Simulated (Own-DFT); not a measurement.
# Energy and forces against displacement in rutile TiO2, 72 atoms (O48Ti24)

Calculated results; nothing here was measured. The program, named Own-DFT, is a retired in-house plane-wave density functional code that no person has reviewed. Each row is one single-point run on a periodic cell that was not relaxed, without spin or spin-orbit coupling.

Settings of every run: PBE; PseudoDojo norm-conserving scalar-relativistic files; cutoff 72 hartree; 3 x 3 x 3 k mesh centred on Gamma; Fermi-Dirac smearing of 0.1 eV.

Known limits, some of them of some rows only: some atoms lie very close together; oxygen file: force components 24 meV/angstrom off all-electron in a glass; forces on such cells passed a denser k mesh, each cell not checked; stress not checked against mesh or cutoff.

Cell vectors in Å: (9.187, 0.000, 0.000); (0.000, 9.187, 0.000); (0.000, 0.000, 8.876). In each run every atom was moved at random and independently from its ideal site; u is the rms move along one axis. E is the free energy for each atom above the fitted value at u = 0, and F the rms of the force components.

| run | u (Å) | E (meV/atom) | F (eV/Å) | largest force (eV/Å) | P (GPa) |
|---|---|---|---|---|---|
| 1 | 0.0207 | 8.3 | 0.380 | 1.51 | 4.54 |
| 2 | 0.0218 | ? | ? | ? | ? |
| 3 | 0.0491 | 42.1 | 0.802 | 2.89 | 6.40 |
| 4 | 0.0498 | 48.4 | 0.958 | 3.82 | 7.21 |
| 5 | 0.0512 | 50.5 | 0.969 | 3.69 | 7.28 |
| 6 | 0.0771 | 131.0 | 1.724 | 7.26 | 9.43 |
| 7 | 0.0783 | 120.4 | 1.549 | 6.87 | 8.91 |
| 8 | 0.0790 | 100.7 | 1.240 | 5.15 | 9.18 |
| 9 | 0.1184 | 317.2 | 2.891 | 15.10 | 17.06 |

## Worked fit

For small independent moves the energy grows as E = (3/2) K u², with K the mean stiffness felt by one atom. The runs with u up to 0.11 Å give K = 12.7 ± 0.7 eV/Å², with residuals divided by u² + 0.0006 Å², since the noise grows with the moves. The scatter is 5.7 meV/atom at u = 0.05 Å. The forces follow F = G u with G = 18.8 eV/Å²; no force at u = 0 is resolved. G exceeds K because the moves of its neighbours add to the force on an atom, and stiffness differs between atoms. The pressure follows P = 4.82 + 733 u² GPa: at fixed volume, shortened bonds push harder than stretched ones pull.

## Withheld run

Question: what energy and rms force should run 2 give?

The fit gives 9 ± 2 meV/atom and about 0.41 eV/Å. The calculation gave 9.7 meV/atom and 0.390 eV/Å.
